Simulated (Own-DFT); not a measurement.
## Calculated data, Al31GaO48 (corundum with substituted atoms, atoms displaced), Al32O47 (corundum with one vacancy, atoms displaced)

All values are calculated (Own-DFT development build). A calculation, not a measurement: plane-wave PBE density functional theory by an unreviewed code, no spin, of a simulated periodic cell, stress positive in tension, free energy of the whole cell less one offset for each atom, defect cell not probed for a lower state with spin; oxygen file: force components 24 meV/angstrom off all-electron in one glass; forces on such cells passed a denser k mesh, this cell's mesh not checked; offsets are fitted by least squares, one for each functional and potential file, so energies compare only between cells with the same atoms and settings and are not formation energies; the far tail of each file's local potential was reset to the Coulomb form; each entry is a single point on an unrelaxed cell, so the pressure reflects the starting lattice, mostly measured values, from which strain is counted, and rises with the displacements; printed positions are rounded, which can move forces by about a meV/angstrom; the program is a retired in-house code; no spin-orbit coupling; before rounding, a Quantum ESPRESSO 7.3.1 run of the same cell and cutoff gave forces within 1 meV/angstrom rms on each cell, which checks the program and not the settings.

Common to all runs: functional PBE; potential files PseudoDojo norm-conserving, scalar-relativistic, standard set; wave cutoff 72 hartree; occupations Fermi-Dirac; smearing width 0.1 eV; k mesh 3 x 3 x 3 centred on Gamma.

(1) Al31GaO48 (corundum with substituted atoms, atoms displaced)

```cif
# cell vector a (Å): 5.4940 0.0000 8.6604
# cell vector b (Å): -2.7470 4.7579 8.6604
# cell vector c (Å): -2.7470 -4.7579 8.6604
data_Al31GaO48
_symmetry_space_group_name_H-M 'P 1'
_symmetry_Int_Tables_number 1
_cell_length_a 10.2561
_cell_length_b 10.2560
_cell_length_c 10.2560
_cell_angle_alpha 55.280
_cell_angle_beta 55.280
_cell_angle_gamma 55.280
_cell_volume 679.15
loop_
_atom_site_label
_atom_site_type_symbol
_atom_site_fract_x
_atom_site_fract_y
_atom_site_fract_z
_atom_site_occupancy
Al1 Al 0.18048 0.17624 0.17180 1
Al2 Al 0.31385 0.33513 0.31911 1
Al3 Al 0.42777 0.42976 0.42447 1
Al4 Al 0.07418 0.07922 0.07088 1
O1 O 0.27614 0.48260 0.12017 1
O2 O 0.47325 0.11844 0.27466 1
O3 O 0.13285 0.27725 0.46574 1
O4 O 0.23184 0.00831 0.39102 1
O5 O 0.02116 0.37462 0.21871 1
O6 O 0.37234 0.22610 0.02488 1
Al5 Al 0.16318 0.18221 0.67932 1
Al6 Al 0.33184 0.31846 0.81034 1
Al7 Al 0.43659 0.42124 0.92241 1
Al8 Al 0.07509 0.06955 0.58078 1
O7 O 0.27795 0.46104 0.61852 1
O8 O 0.47710 0.12779 0.76830 1
O9 O 0.12409 0.27680 0.97320 1
O10 O 0.21290 0.03032 0.87312 1
O11 O 0.02203 0.37560 0.72431 1
O12 O 0.37444 0.21311 0.53460 1
Al9 Al 0.17305 0.68163 0.16754 1
Al10 Al 0.32889 0.82665 0.31707 1
Al11 Al 0.41457 0.93049 0.42176 1
Al12 Al 0.07286 0.57150 0.08310 1
O13 O 0.28985 0.96862 0.11126 1
O14 O 0.47119 0.62190 0.27858 1
O15 O 0.13834 0.77829 0.46112 1
O16 O 0.21047 0.52496 0.37497 1
O17 O 0.03259 0.87744 0.21784 1
O18 O 0.37724 0.72655 0.02586 1
Al13 Al 0.17360 0.68800 0.67291 1
Al14 Al 0.32435 0.82399 0.83090 1
Al15 Al 0.42563 0.92681 0.91611 1
Al16 Al 0.06683 0.58500 0.57865 1
O19 O 0.28555 0.96915 0.63060 1
O20 O 0.48357 0.62239 0.78040 1
O21 O 0.11792 0.77622 0.98343 1
O22 O 0.21506 0.53174 0.87992 1
O23 O 0.03177 0.87183 0.72469 1
O24 O 0.37225 0.72586 0.52684 1
Al17 Al 0.67014 0.17960 0.17149 1
Al18 Al 0.82318 0.32972 0.32282 1
Al19 Al 0.92383 0.42774 0.42425 1
Al20 Al 0.57351 0.07683 0.07096 1
O25 O 0.78038 0.47019 0.10934 1
O26 O 0.96370 0.12519 0.28238 1
O27 O 0.61498 0.27803 0.47184 1
O28 O 0.72371 0.02535 0.36666 1
O29 O 0.52334 0.36784 0.22190 1
O30 O 0.88521 0.22247 0.01788 1
Al21 Al 0.66113 0.18823 0.68244 1
Al22 Al 0.83009 0.31997 0.82770 1
Al23 Al 0.92980 0.41931 0.93193 1
Al24 Al 0.58047 0.07437 0.56593 1
O31 O 0.77852 0.47357 0.62322 1
O32 O 0.96414 0.12950 0.78117 1
O33 O 0.62090 0.28094 0.98646 1
O34 O 0.71395 0.02343 0.87877 1
O35 O 0.53427 0.38112 0.71931 1
O36 O 0.88828 0.21807 0.51742 1
Al25 Al 0.67684 0.67440 0.17687 1
Al26 Al 0.83233 0.81758 0.31959 1
Ga1 Ga 0.92322 0.93191 0.43516 1
Al27 Al 0.57259 0.57071 0.07982 1
O37 O 0.78976 0.96801 0.13174 1
O38 O 0.97637 0.61709 0.27088 1
O39 O 0.62545 0.77987 0.46768 1
O40 O 0.71859 0.51362 0.38680 1
O41 O 0.52622 0.86477 0.22953 1
O42 O 0.88345 0.71240 0.03145 1
Al28 Al 0.66580 0.68529 0.68234 1
Al29 Al 0.82705 0.82634 0.81308 1
Al30 Al 0.92000 0.93496 0.92073 1
Al31 Al 0.57517 0.57728 0.57277 1
O43 O 0.77840 0.97580 0.62865 1
O44 O 0.96763 0.62396 0.78517 1
O45 O 0.61587 0.78288 0.98341 1
O46 O 0.72193 0.53072 0.87099 1
O47 O 0.53250 0.88508 0.70548 1
O48 O 0.86017 0.73381 0.53368 1
```

Results for Al31GaO48 (corundum with substituted atoms, atoms displaced): free energy of cell above offsets -52.218 eV; pressure 10.69 GPa; stress xx -11.46 GPa; stress yy -10.16 GPa; stress zz -10.44 GPa; stress yz -0.28 GPa; stress xz 0.88 GPa; stress xy 0.24 GPa.

Force:
```tsv
element	x (eV/Å)	y (eV/Å)	z (eV/Å)
Al	-0.68	-0.354	-0.285
Al	1.527	-1.256	1.073
Al	-0.286	-0.574	-2.803
Al	0.325	-1.26	-0.766
O	1.334	-0.53	-0.988
O	-0.756	0.791	-0.056
O	-1.617	-0.954	-1.514
O	-2.567	3.62	-2.642
O	0.825	-0.008	0.782
O	1.026	-0.059	0.339
Al	2.644	0.566	0.826
Al	-2.842	0.163	0.722
Al	-2.214	0.75	0.268
Al	0.488	1.013	0.304
O	-1.512	-0.226	2.074
O	-0.449	-0.975	0.165
O	1.093	0.014	0.55
O	0.492	-0.52	1.144
O	0.307	0.931	0.782
O	-0.355	1.004	-0.063
Al	-0.148	-0.83	1.619
Al	0.695	-0.17	-0.708
Al	2.379	-1.727	3.703
Al	1.286	1.307	-1.317
O	-2.157	-0.348	1.414
O	0.302	-0.055	0.214
O	-0.986	-1.733	-0.152
O	-0.405	0.666	1.558
O	0.554	-0.543	-0.545
O	0.107	-0.028	-0.654
Al	1.324	-1.857	-0.039
Al	-0.187	0.544	-1.602
Al	0.463	-0.111	1.011
Al	0.997	-0.354	-2.103
O	-0.966	0.325	-1.688
O	-1.415	-0.128	-1.084
O	0.75	2.127	-0.23
O	1.595	0.714	-0.584
O	-1.421	0.775	0.201
O	0.851	-1.81	-0.009
Al	0.872	-2.344	1.403
Al	0.366	-0.712	-1.499
Al	0.257	-1.254	0.518
Al	-0.494	-1.774	0.111
O	-2.45	-2.275	2.601
O	1.143	2.524	1.497
O	1.811	0.251	2.102
O	-1.283	0.208	0.971
O	-0.822	1.071	1.732
O	-1.44	-0.825	-0.456
Al	3.123	-0.018	-0.578
Al	-1.751	1.847	0.256
Al	0.593	1.721	-1.494
Al	-0.597	1.286	-1.315
O	0.56	-0.455	-0.153
O	0.889	0.054	-1.069
O	1.439	1.356	-2.206
O	0.153	0.606	1.384
O	-0.793	-0.879	-0.87
O	-1.576	-1.186	-0.208
Al	0.598	0.55	0.045
Al	-1.381	-0.621	1.112
Ga	1.409	0.447	-2.06
Al	0.64	0.799	-0.828
O	0.018	2.604	-2.916
O	-1.943	-0.667	1.313
O	0.017	-0.328	-0.661
O	-0.017	1.814	-0.447
O	0.469	1.523	0.678
O	-1.781	0.947	-0.872
Al	1.966	-0.027	-0.928
Al	-1.527	-2.478	0.763
Al	0.382	-2.713	0.625
Al	-0.339	1.07	1.291
O	-1.467	0.073	0.264
O	1.174	1.242	-0.127
O	1.44	0.992	-0.647
O	-0.55	-0.564	0.554
O	-1.497	-1.796	0.951
O	1.99	-0.968	0.241
```

(2) Al32O47 (corundum with one vacancy, atoms displaced)

```cif
# cell vector a (Å): 5.4940 0.0000 8.6604
# cell vector b (Å): -2.7470 4.7579 8.6604
# cell vector c (Å): -2.7470 -4.7579 8.6604
data_Al32O47
_symmetry_space_group_name_H-M 'P 1'
_symmetry_Int_Tables_number 1
_cell_length_a 10.2561
_cell_length_b 10.2560
_cell_length_c 10.2560
_cell_angle_alpha 55.280
_cell_angle_beta 55.280
_cell_angle_gamma 55.280
_cell_volume 679.15
loop_
_atom_site_label
_atom_site_type_symbol
_atom_site_fract_x
_atom_site_fract_y
_atom_site_fract_z
_atom_site_occupancy
Al1 Al 0.18555 0.17573 0.16993 1
Al2 Al 0.32321 0.31242 0.34359 1
Al3 Al 0.42905 0.41315 0.43265 1
Al4 Al 0.05495 0.07843 0.07753 1
O1 O 0.27017 0.50055 0.11114 1
O2 O 0.47680 0.12320 0.26764 1
O3 O 0.12505 0.28330 0.47015 1
O4 O 0.19335 0.06967 0.37630 1
O5 O 0.02921 0.36764 0.23291 1
O6 O 0.37149 0.21963 0.03827 1
Al5 Al 0.16833 0.17774 0.67508 1
Al6 Al 0.33025 0.31875 0.80844 1
Al7 Al 0.40517 0.43287 0.93090 1
Al8 Al 0.07849 0.07329 0.56694 1
O7 O 0.26864 0.47537 0.62026 1
O8 O 0.47945 0.12421 0.78427 1
O9 O 0.13209 0.26728 0.97461 1
O10 O 0.23312 0.02079 0.86198 1
O11 O 0.03551 0.38234 0.72087 1
O12 O 0.39118 0.21994 0.51451 1
Al9 Al 0.17799 0.68609 0.16042 1
Al10 Al 0.32824 0.81259 0.32435 1
Al11 Al 0.42816 0.92398 0.42098 1
Al12 Al 0.07238 0.57523 0.07961 1
O13 O 0.28862 0.96414 0.13218 1
O14 O 0.48197 0.61432 0.26621 1
O15 O 0.12403 0.79329 0.45842 1
O16 O 0.21246 0.52895 0.36223 1
O17 O 0.03350 0.85817 0.21513 1
O18 O 0.38017 0.73529 0.01951 1
Al13 Al 0.17762 0.67090 0.68227 1
Al14 Al 0.32188 0.84105 0.81549 1
Al15 Al 0.44268 0.92520 0.91771 1
Al16 Al 0.06197 0.56941 0.58082 1
O19 O 0.29605 0.96567 0.60871 1
O20 O 0.45858 0.63737 0.76934 1
O21 O 0.12461 0.77031 0.98528 1
O22 O 0.21227 0.53819 0.86550 1
O23 O 0.99597 0.89286 0.73665 1
O24 O 0.37974 0.70464 0.52838 1
Al17 Al 0.65859 0.19495 0.17426 1
Al18 Al 0.84424 0.32160 0.32374 1
Al19 Al 0.90293 0.41134 0.46102 1
Al20 Al 0.56877 0.08853 0.06143 1
O25 O 0.77691 0.46670 0.12720 1
O26 O 0.97882 0.10700 0.29681 1
O27 O 0.61596 0.27669 0.47750 1
O28 O 0.73251 0.02926 0.37446 1
O29 O 0.54001 0.37411 0.22098 1
O30 O 0.87137 0.23860 0.03723 1
Al21 Al 0.68494 0.15748 0.68397 1
Al22 Al 0.84181 0.32972 0.81155 1
Al23 Al 0.92728 0.43289 0.92115 1
Al24 Al 0.57352 0.08750 0.57475 1
O31 O 0.79286 0.45696 0.62647 1
O32 O 0.97183 0.13233 0.77761 1
O33 O 0.72934 0.02194 0.87871 1
O34 O 0.54022 0.35594 0.72606 1
O35 O 0.88345 0.23118 0.50973 1
Al25 Al 0.67140 0.68740 0.18073 1
Al26 Al 0.84035 0.81762 0.31849 1
Al27 Al 0.93514 0.92447 0.42794 1
Al28 Al 0.56179 0.58103 0.06920 1
O36 O 0.77253 0.97292 0.12618 1
O37 O 0.97611 0.61002 0.28763 1
O38 O 0.63275 0.78852 0.46464 1
O39 O 0.71798 0.52588 0.37903 1
O40 O 0.54420 0.87032 0.20752 1
O41 O 0.85476 0.71872 0.04122 1
Al29 Al 0.67999 0.67875 0.67497 1
Al30 Al 0.83307 0.81669 0.82375 1
Al31 Al 0.94555 0.91487 0.92774 1
Al32 Al 0.56398 0.58805 0.56831 1
O42 O 0.77264 0.96567 0.62800 1
O43 O 0.97352 0.65194 0.76384 1
O44 O 0.61971 0.78029 0.96484 1
O45 O 0.71661 0.51012 0.89416 1
O46 O 0.53687 0.87372 0.70890 1
O47 O 0.87505 0.73575 0.53163 1
```

Results for Al32O47 (corundum with one vacancy, atoms displaced): free energy of cell above offsets -42.143 eV; pressure 14.88 GPa; stress xx -17.2 GPa; stress yy -13.55 GPa; stress zz -13.9 GPa; stress yz 0.74 GPa; stress xz 1.03 GPa; stress xy 2.3 GPa.

Force:
```tsv
element	x (eV/Å)	y (eV/Å)	z (eV/Å)
Al	-1.575	-0.928	-1.372
Al	0.516	3.602	-1.658
Al	0.021	3.564	0.421
Al	1.664	-1.616	1.702
O	2.636	-2.462	-1.352
O	-1.843	-0.276	0.932
O	-0.764	-1.992	0.64
O	6.491	-1.176	-1.613
O	1.417	2.707	0.032
O	-0.248	2.258	-0.399
Al	1.505	0.428	0.596
Al	-1.238	-0.212	1.592
Al	2.242	0.137	1.274
Al	-3.008	-1.572	1.324
O	0.394	-0.499	0.408
O	0.171	-0.619	-2.162
O	0.037	1.254	-0.223
O	-2.778	1.273	1.573
O	-0.285	-2.521	-1.813
O	-2.647	-1.853	-0.781
Al	2.038	-3.31	0.878
Al	0.951	0.365	-1.234
Al	1.589	1.864	0.514
Al	-1.718	-2.117	-1.158
O	-0.097	1.568	-0.882
O	-2.685	-0.512	1.705
O	1.902	-2.523	1.43
O	-0.021	-1.915	2.773
O	-2.057	2.742	3.241
O	-1.283	0.07	-2.143
Al	-0.603	3.162	-1.777
Al	2.838	-1.774	-0.873
Al	-2.346	-0.425	-0.994
Al	2.011	4.624	1.527
O	-3.097	-0.629	0.208
O	1.012	-0.506	0.119
O	0.301	3.998	-1.547
O	0.411	-3.148	1.664
O	5.3	1.009	1.463
O	-1.951	2.66	-0.553
Al	3.715	-1.544	-0.847
Al	-1.278	1.765	-3.966
Al	5.983	6.444	-0.963
Al	2.206	-1.078	1.76
O	0.911	0.427	1.453
O	0.206	3.473	0.041
O	1.303	-0.154	2.262
O	-0.22	0.939	-0.975
O	-2.626	0.173	-0.918
O	1.087	-0.228	-2.502
Al	0.257	1.277	0.93
Al	-3.368	-2.732	-0.466
Al	-1.755	-1.805	1.931
Al	3.308	-1.286	-2.134
O	-5.678	-0.667	3.597
O	1.529	-0.634	-0.165
O	-1.458	0.847	-0.414
O	-1.983	1.694	0.536
O	-1.653	-5.311	-0.45
Al	2.249	-3.383	-4.321
Al	-1.851	0.623	-0.885
Al	-2.655	0.058	-1.869
Al	1.233	-1.605	2.244
O	1.551	0.428	0.69
O	-1.613	0.543	-0.489
O	-0.16	-1.642	-1.67
O	-0.868	-0.183	0.805
O	-5.636	0.412	1.837
O	4.719	1.568	2.612
Al	-0.43	0.203	-0.496
Al	-5.416	0.341	0.574
Al	-4.638	0.704	-0.864
Al	2.102	-2.403	0.962
O	-0.257	0.028	2.099
O	3.077	-3.587	-3.619
O	2.733	-0.773	1.733
O	1.343	3.962	-0.829
O	-1.729	0.333	1.251
O	0.553	-1.928	-1.956
```

(3) Al31GaO48 (corundum with substituted atoms, atoms displaced)

```cif
# cell vector a (Å): 5.4940 0.0000 8.6604
# cell vector b (Å): -2.7470 4.7579 8.6604
# cell vector c (Å): -2.7470 -4.7579 8.6604
data_Al31GaO48
_symmetry_space_group_name_H-M 'P 1'
_symmetry_Int_Tables_number 1
_cell_length_a 10.2561
_cell_length_b 10.2560
_cell_length_c 10.2560
_cell_angle_alpha 55.280
_cell_angle_beta 55.280
_cell_angle_gamma 55.280
_cell_volume 679.15
loop_
_atom_site_label
_atom_site_type_symbol
_atom_site_fract_x
_atom_site_fract_y
_atom_site_fract_z
_atom_site_occupancy
Al1 Al 0.17247 0.18432 0.17017 1
Al2 Al 0.32286 0.32363 0.32027 1
Al3 Al 0.42310 0.43362 0.42544 1
Al4 Al 0.07185 0.07785 0.07218 1
O1 O 0.27831 0.46866 0.12288 1
O2 O 0.47340 0.12088 0.27801 1
O3 O 0.12570 0.28062 0.47150 1
O4 O 0.21669 0.03881 0.37070 1
O5 O 0.02688 0.37928 0.21106 1
O6 O 0.37231 0.22584 0.03060 1
Al5 Al 0.17533 0.17617 0.67714 1
Al6 Al 0.32212 0.32256 0.82583 1
Al7 Al 0.42470 0.42930 0.92553 1
Al8 Al 0.07806 0.07263 0.57264 1
O7 O 0.28153 0.47035 0.62737 1
O8 O 0.46819 0.12481 0.77791 1
O9 O 0.12525 0.27871 0.97033 1
O10 O 0.22655 0.02027 0.87287 1
O11 O 0.02582 0.36992 0.72356 1
O12 O 0.37882 0.21313 0.52402 1
Al9 Al 0.17247 0.67471 0.17548 1
Al10 Al 0.32229 0.82216 0.32657 1
Al11 Al 0.41975 0.93196 0.42479 1
Al12 Al 0.07676 0.57532 0.07201 1
O13 O 0.27635 0.97723 0.12404 1
O14 O 0.47207 0.62568 0.27382 1
O15 O 0.12116 0.77861 0.47135 1
O16 O 0.22490 0.52682 0.37486 1
O17 O 0.02827 0.87335 0.22428 1
O18 O 0.37388 0.72043 0.03032 1
Al13 Al 0.18562 0.67256 0.67167 1
Al14 Al 0.32458 0.82580 0.82719 1
Al15 Al 0.42994 0.92558 0.92792 1
Al16 Al 0.07366 0.57404 0.57291 1
O19 O 0.27412 0.97147 0.62617 1
O20 O 0.46556 0.63141 0.77828 1
O21 O 0.12148 0.77863 0.96693 1
O22 O 0.22301 0.53073 0.87666 1
O23 O 0.02619 0.87638 0.72485 1
O24 O 0.37132 0.72154 0.53279 1
Al17 Al 0.66949 0.18202 0.17698 1
Al18 Al 0.82672 0.32189 0.32111 1
Ga1 Ga 0.93098 0.42580 0.42309 1
Al19 Al 0.57626 0.07123 0.07161 1
O25 O 0.77754 0.47796 0.12553 1
O26 O 0.97579 0.13097 0.27212 1
O27 O 0.62770 0.27588 0.46857 1
O28 O 0.71761 0.03760 0.36976 1
O29 O 0.53026 0.36784 0.22585 1
O30 O 0.87375 0.22209 0.02999 1
Al20 Al 0.67230 0.17749 0.68000 1
Al21 Al 0.82146 0.32386 0.82324 1
Al22 Al 0.92773 0.42633 0.92534 1
Al23 Al 0.57946 0.07170 0.56959 1
O31 O 0.77548 0.46826 0.63032 1
O32 O 0.97644 0.12034 0.77823 1
O33 O 0.62203 0.28124 0.96901 1
O34 O 0.72013 0.02682 0.87690 1
O35 O 0.52730 0.37946 0.72348 1
O36 O 0.87301 0.22712 0.52790 1
Al24 Al 0.68017 0.67030 0.17571 1
Al25 Al 0.82597 0.82004 0.32797 1
Al26 Al 0.93009 0.92565 0.42292 1
Al27 Al 0.57364 0.57388 0.07231 1
O37 O 0.77630 0.97114 0.13144 1
O38 O 0.97457 0.62677 0.27315 1
O39 O 0.62416 0.77804 0.47259 1
O40 O 0.71973 0.52765 0.37249 1
O41 O 0.52665 0.87877 0.22079 1
O42 O 0.86712 0.72377 0.02790 1
Al28 Al 0.67272 0.67903 0.67533 1
Al29 Al 0.82287 0.82322 0.82620 1
Al30 Al 0.92781 0.91936 0.92577 1
Al31 Al 0.57162 0.57485 0.58038 1
O43 O 0.77787 0.97112 0.63336 1
O44 O 0.96774 0.61934 0.78614 1
O45 O 0.62338 0.77648 0.97178 1
O46 O 0.72502 0.52662 0.87148 1
O47 O 0.52606 0.86681 0.72532 1
O48 O 0.87916 0.72172 0.52583 1
```

Results for Al31GaO48 (corundum with substituted atoms, atoms displaced): free energy of cell above offsets -56.893 eV; pressure 8.69 GPa; stress xx -9.25 GPa; stress yy -8.82 GPa; stress zz -8 GPa; stress yz -0.21 GPa; stress xz -0.12 GPa; stress xy -0.15 GPa.

Force:
```tsv
element	x (eV/Å)	y (eV/Å)	z (eV/Å)
Al	0.739	-0.804	0.256
Al	0.522	-0.796	0.723
Al	1.221	-0.946	-0.886
Al	0.648	-0.387	-0.402
O	-0.716	-0.072	0.893
O	-0.558	0.815	0.273
O	1.151	-0.62	0.312
O	0.518	-0.866	-0.208
O	0.015	0.206	0.408
O	0.478	0.208	-0.566
Al	0.609	-0.2	-0.365
Al	0.223	-0.139	0.719
Al	0.314	-0.016	-0.389
Al	-1.042	-0.186	-0.088
O	-0.308	0.499	-0.547
O	0.139	0.319	0.51
O	0.129	0.308	-0.31
O	-1.201	0.133	1.055
O	0.175	0.837	1.003
O	-0.687	0.068	0.806
Al	0.421	0.298	0.903
Al	0.293	1.163	0.202
Al	0.719	-0.302	0.225
Al	-0.455	0.238	-1.012
O	0.336	-0.352	-0.299
O	-0.654	-0.119	0.421
O	0.768	-0.513	0.897
O	-0.293	0.124	-0.239
O	0.141	0.411	0.062
O	-0.268	-0.301	-0.284
Al	-2.169	-0.776	0.015
Al	-0.185	0.248	-0.941
Al	-0.56	-0.028	-0.736
Al	-0.182	-0.759	-0.026
O	0.518	0.109	0.023
O	0.585	-0.578	-0.201
O	0.589	-0.918	1.168
O	0.268	0.386	-0.994
O	0.835	-0.107	-1.002
O	0.773	1.092	0.021
Al	1.407	-0.514	-0.874
Al	-0.96	0.043	0.596
Ga	-1.095	-0.187	-0.284
Al	-0.633	-0.115	0.744
O	0.691	-0.203	-1.422
O	-0.165	-1.129	-0.95
O	-0.582	-0.2	0.268
O	1.067	-1.612	0.624
O	-1.011	1.588	0.588
O	-0.085	0.231	0.008
Al	0.542	0.55	0.046
Al	0.426	-0.654	0.292
Al	-0.647	-0.505	-0.651
Al	-0.971	-0.103	-0.153
O	-0.877	0.703	0.29
O	-0.843	0.151	-0.005
O	0.231	-0.485	0.383
O	-0.124	0.292	0.044
O	0.157	-0.509	-0.93
O	0.419	-1.133	-0.981
Al	-1.208	0.372	0.212
Al	-0.696	1.129	-0.303
Al	-0.975	0.473	0.124
Al	0.32	-0.209	-0.126
O	0.759	0.629	-0.724
O	-0.102	0.805	0.5
O	0.113	-0.121	0.017
O	-0.976	-0.255	0.407
O	0.058	-0.978	-0.837
O	1.094	-0.043	1.169
Al	0.626	-0.605	-0.087
Al	0.33	-0.367	-0.023
Al	-1.115	0.684	0.647
Al	0.791	0.812	-0.405
O	0.597	1.155	-1.447
O	0.847	1.424	0.41
O	0.133	0.108	0.207
O	-0.647	-0.209	0.194
O	0.088	1.348	1.552
O	-0.832	-0.035	-0.517
```
